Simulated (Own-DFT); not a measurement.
Si3N4 (beta silicon nitride, atoms displaced) (calculated)

All values are calculated (Own-DFT development build). A calculation, not a measurement: plane-wave PBE density functional theory by an unreviewed code, no spin, of a simulated periodic cell, stress positive in tension, free energy of the whole cell less one offset for each atom, forces on such cells passed a denser k mesh, this cell's mesh not checked; offsets are fitted by least squares, one for each functional and potential file, so energies compare only between cells with the same atoms and settings and are not formation energies; the far tail of each file's local potential was reset to the Coulomb form; each entry is a single point on an unrelaxed cell, so the pressure reflects the starting lattice, mostly measured values (interpolated for alloys), from which strain is counted, and rises with the displacements; printed positions are rounded, which can move forces by about a meV/angstrom; the program, named Own-DFT, is a retired in-house code; no spin-orbit coupling.

Common to all runs: functional PBE; potential files PseudoDojo norm-conserving, scalar-relativistic, standard set; wave cutoff 42 hartree; occupations Fermi-Dirac; smearing width 0.1 eV; k mesh 3 x 3 x 3 centred on Gamma.

(1) Si3N4 (beta silicon nitride, atoms displaced)

```
Si3N4
1.0
      7.6060     0.0000     0.0000
     -3.8030     6.5870     0.0000
      0.0000     0.0000     8.7270
Si N Si N Si N
6 8 6 8 6 8
Direct
  0.16317 0.75839 0.08908
  0.24245 0.41732 0.08492
  0.60209 0.82766 0.08077
  0.83300 0.24252 0.25543
  0.77295 0.60534 0.25559
  0.39152 0.16936 0.25726
  0.33044 0.03211 0.07935
  0.98313 0.31409 0.08767
  0.71587 0.66813 0.09050
  0.65553 0.96431 0.26417
  0.03302 0.69270 0.25387
  0.29440 0.33184 0.25681
  0.34676 0.66590 0.08619
  0.68357 0.34357 0.24790
  0.17078 0.76033 0.41930
  0.23064 0.40351 0.41262
  0.60526 0.83606 0.41704
  0.82826 0.23703 0.58647
  0.75040 0.58180 0.57166
  0.40225 0.17768 0.58011
  0.32580 0.02447 0.41322
  0.96531 0.29856 0.40938
  0.69487 0.66240 0.42159
  0.66018 0.96428 0.59166
  0.03356 0.69537 0.57309
  0.31234 0.34148 0.58682
  0.32873 0.66419 0.41106
  0.66523 0.33278 0.58665
  0.16599 0.75354 0.75337
  0.22767 0.40636 0.75227
  0.58672 0.80165 0.74963
  0.82564 0.23648 0.91815
  0.76837 0.60405 0.91570
  0.39176 0.15634 0.90894
  0.31724 0.03111 0.74908
  0.98026 0.30346 0.75098
  0.70265 0.66420 0.74862
  0.66318 0.97456 0.91459
  0.03406 0.69557 0.92143
  0.30258 0.33753 0.91563
  0.33167 0.66496 0.75100
  0.66003 0.33458 0.91807
```

- free energy of cell above offsets: -3.327 eV
- pressure: 7.95 GPa
- stress xx: -6.83 GPa
- stress yy: -4.68 GPa
- stress zz: -12.33 GPa
- stress yz: 2.45 GPa
- stress xz: -1.25 GPa
- stress xy: 2.2 GPa

Force:
```csv
element,x (eV/Å),y (eV/Å),z (eV/Å)
Si,3.202,1.801,-0.437
Si,0.305,-2.181,-0.527
Si,-0.306,0.709,1.704
Si,-1.17,-2.151,-3.39
Si,2.322,-2.828,0.231
Si,2.649,1.454,-3.253
N,-0.74,-1.662,1.912
N,-1.356,-1.326,-0.65
N,-3.297,2.709,-2.018
N,1.317,3.442,-5.572
N,-1.334,0.308,0.257
N,2.064,-1.183,-2.399
N,-2.088,1.97,-0.277
N,-4.02,-0.626,0.703
Si,1.867,1.079,-1.762
Si,-1.497,1.711,2.928
Si,-2.174,-3.261,3.497
Si,0.221,-1.316,-0.485
Si,3.872,0.496,4.316
Si,0.793,-1.608,0.713
N,-0.359,0.429,1.899
N,2.282,0.547,4.857
N,-2.182,2.128,-2.999
N,0.826,0.988,-0.787
N,-2.999,-1.507,4.1
N,-1.281,0.199,-1.214
N,1.994,0.108,0.637
N,0.012,-1.265,-0.328
Si,-0.23,2.093,-1.887
Si,2.496,0.286,0.044
Si,-1.281,4.057,0.392
Si,-0.239,0.681,0.652
Si,2.259,-3.197,1.032
Si,0.345,4.216,2.593
N,0.012,-2.746,-2.562
N,-3.25,-1.29,-0.296
N,-0.033,0.331,-0.899
N,1.082,-1.504,0.144
N,-1.623,-0.648,-0.951
N,0.895,-0.842,0.531
N,-0.058,-0.562,0.058
N,0.702,-0.039,-0.505
```

(2) Si3N4 (beta silicon nitride, atoms displaced)

```
Si3N4
1.0
      7.6060     0.0000     0.0000
     -3.8030     6.5870     0.0000
      0.0000     0.0000     8.7270
Si N Si N Si N
6 8 6 8 6 8
Direct
  0.17272 0.76785 0.08953
  0.23271 0.39716 0.07806
  0.58199 0.81372 0.08514
  0.82575 0.22637 0.25366
  0.76955 0.58652 0.24200
  0.40776 0.16772 0.25319
  0.33596 0.04360 0.07857
  0.95668 0.31157 0.08357
  0.69778 0.67790 0.08310
  0.66851 0.95980 0.25363
  0.04348 0.69828 0.24908
  0.30502 0.33812 0.25112
  0.32547 0.65764 0.07136
  0.67354 0.33246 0.26000
  0.16915 0.75726 0.41243
  0.22582 0.39608 0.41600
  0.58396 0.82303 0.42399
  0.83052 0.23357 0.59002
  0.76481 0.60351 0.58360
  0.40833 0.18748 0.58185
  0.33653 0.03493 0.42340
  0.98071 0.30973 0.41499
  0.71222 0.68209 0.40785
  0.66515 0.96958 0.58105
  0.01896 0.69138 0.57462
  0.28859 0.33158 0.59252
  0.32890 0.67779 0.42075
  0.67615 0.33571 0.58369
  0.17671 0.77384 0.74939
  0.24183 0.41008 0.75070
  0.60361 0.83483 0.75309
  0.83834 0.22884 0.91334
  0.76233 0.58819 0.91382
  0.38915 0.16449 0.91935
  0.32905 0.03155 0.74213
  0.96804 0.29151 0.74795
  0.70648 0.65780 0.75067
  0.67531 0.96645 0.91705
  0.03267 0.70471 0.91154
  0.28788 0.32804 0.92024
  0.34490 0.66728 0.75101
  0.65862 0.33105 0.90965
```

* free energy of cell above offsets: -3.531 eV
* pressure: 7.75 GPa
* stress xx: -6.17 GPa
* stress yy: -3.96 GPa
* stress zz: -13.12 GPa
* stress yz: 0 GPa
* stress xz: 1.24 GPa
* stress xy: 0.47 GPa

Force:
```csv
element,x (eV/Å),y (eV/Å),z (eV/Å)
Si,1.259,0.461,-4.034
Si,-3.702,1.663,3.571
Si,-0.424,2.125,0.025
Si,-0.057,-0.664,-0.28
Si,-0.564,1.528,1.289
Si,-0.021,1.821,0.391
N,-0.189,-4.118,3.701
N,3.257,0.097,0.352
N,3.017,-2.374,-0.591
N,-0.703,1.301,-0.611
N,-3.54,-1.133,-0.452
N,1.203,-1.305,-0.651
N,-0.097,0.789,0.879
N,-1.288,-0.541,-0.648
Si,-1.923,2.742,2.837
Si,0.744,3.03,0.612
Si,1.469,-0.184,-2.076
Si,-1.079,-0.168,-2.918
Si,2.19,-2.115,-2.687
Si,1.759,-0.573,0.65
N,-0.788,-1.17,-1.631
N,-2.428,-1.971,0.802
N,-0.932,-0.63,1.279
N,0.842,0.922,1.769
N,1.995,1.331,1.538
N,2.702,-1.129,-3.726
N,3.592,-3.622,-0.117
N,-2.417,0.474,-0.157
Si,0.431,-1.398,-1.9
Si,-2.977,1.065,1.889
Si,0.416,-1.946,-1.113
Si,-3.968,-0.132,0.94
Si,1.571,-0.203,1.636
Si,1.966,2.957,-4.062
N,-0.415,0.484,1.547
N,2.375,1.325,1.026
N,-4.303,3.054,-0.206
N,0.018,0.699,1.048
N,-0.532,-0.12,1.981
N,2.42,-1.919,-2.488
N,-1.629,0.746,-0.097
N,0.751,-1.199,0.684
```

(3) Si3N4 (beta silicon nitride, atoms displaced)

```
Si3N4
1.0
      7.6060     0.0000     0.0000
     -3.8030     6.5870     0.0000
      0.0000     0.0000     8.7270
Si N Si N Si N
6 8 6 8 6 8
Direct
  0.17064 0.76750 0.08513
  0.23843 0.39828 0.07900
  0.59433 0.82522 0.08371
  0.83015 0.23067 0.24698
  0.77162 0.59848 0.24162
  0.41457 0.18538 0.24306
  0.33436 0.02772 0.09144
  0.96935 0.30905 0.09001
  0.69901 0.66713 0.07686
  0.67188 0.96898 0.25474
  0.02715 0.69620 0.24302
  0.28342 0.32095 0.24502
  0.32801 0.65795 0.07957
  0.64799 0.31157 0.25148
  0.19121 0.76355 0.40563
  0.22722 0.39596 0.41949
  0.59935 0.82271 0.41415
  0.80078 0.21287 0.58772
  0.77218 0.60474 0.58361
  0.39774 0.17166 0.57860
  0.32374 0.01851 0.41330
  0.96085 0.28676 0.41364
  0.70040 0.68089 0.40630
  0.66862 0.96965 0.57539
  0.02386 0.69760 0.58230
  0.30679 0.33811 0.58546
  0.33638 0.66490 0.41477
  0.66928 0.34479 0.59200
  0.17648 0.77014 0.75623
  0.22230 0.39177 0.75799
  0.59812 0.82916 0.74757
  0.83259 0.22405 0.92291
  0.77218 0.59332 0.90313
  0.39772 0.16991 0.90773
  0.32756 0.02790 0.75234
  0.97493 0.31184 0.74708
  0.70414 0.67393 0.75413
  0.65655 0.95937 0.91395
  0.02978 0.69211 0.91907
  0.30493 0.33557 0.92356
  0.33416 0.66566 0.76081
  0.66543 0.32402 0.92042
```

* free energy of cell above offsets: -3.196 eV
* pressure: 7.83 GPa
* stress xx: -9.28 GPa
* stress yy: -6.44 GPa
* stress zz: -7.77 GPa
* stress yz: -0.76 GPa
* stress xz: -0.22 GPa
* stress xy: 0.54 GPa

Force:
```csv
element,x (eV/Å),y (eV/Å),z (eV/Å)
Si,1.818,-0.098,-1.058
Si,-3.963,2.744,3.059
Si,-0.985,-1.192,0.493
Si,-2.123,-0.961,1.804
Si,-0.439,-1.784,0.731
Si,-4.807,-4.449,1.596
N,-0.779,-0.328,-3.289
N,1.907,-0.254,-2.557
N,0.21,0.058,-0.499
N,-0.006,-0.145,-2.246
N,0.343,-0.271,1.844
N,2.103,-0.62,1.944
N,0.331,1.01,0.55
N,5.606,6.633,0.264
Si,-4.946,-0.261,1.761
Si,-1.696,0.757,-1.111
Si,-2.754,1.051,-0.813
Si,1.962,5.919,-1.277
Si,0.023,-0.595,-1.382
Si,1.495,-0.165,-0.03
N,-0.033,2.901,0.178
N,0.572,0.756,2.046
N,3.719,-2.884,1.485
N,-0.196,-3.082,2.121
N,2.563,1.41,-0.108
N,-0.158,-0.772,0.512
N,2.277,-1.812,0.264
N,-1.081,-2.439,-0.657
Si,-0.081,-1.996,-1.932
Si,0.451,3.45,-1.745
Si,-1.347,-1.801,0.084
Si,-2.274,0.652,-1.116
Si,0.746,-2.094,4.16
Si,2.594,0.667,4.077
N,-0.468,0.195,-2.133
N,-1.715,-2.639,0.991
N,-1.227,1.014,-2.968
N,1.187,2.567,0.699
N,-0.369,0.654,-0.533
N,1.535,-2.157,-3.443
N,0.497,-0.433,-1.078
N,-0.489,0.795,-0.688
```
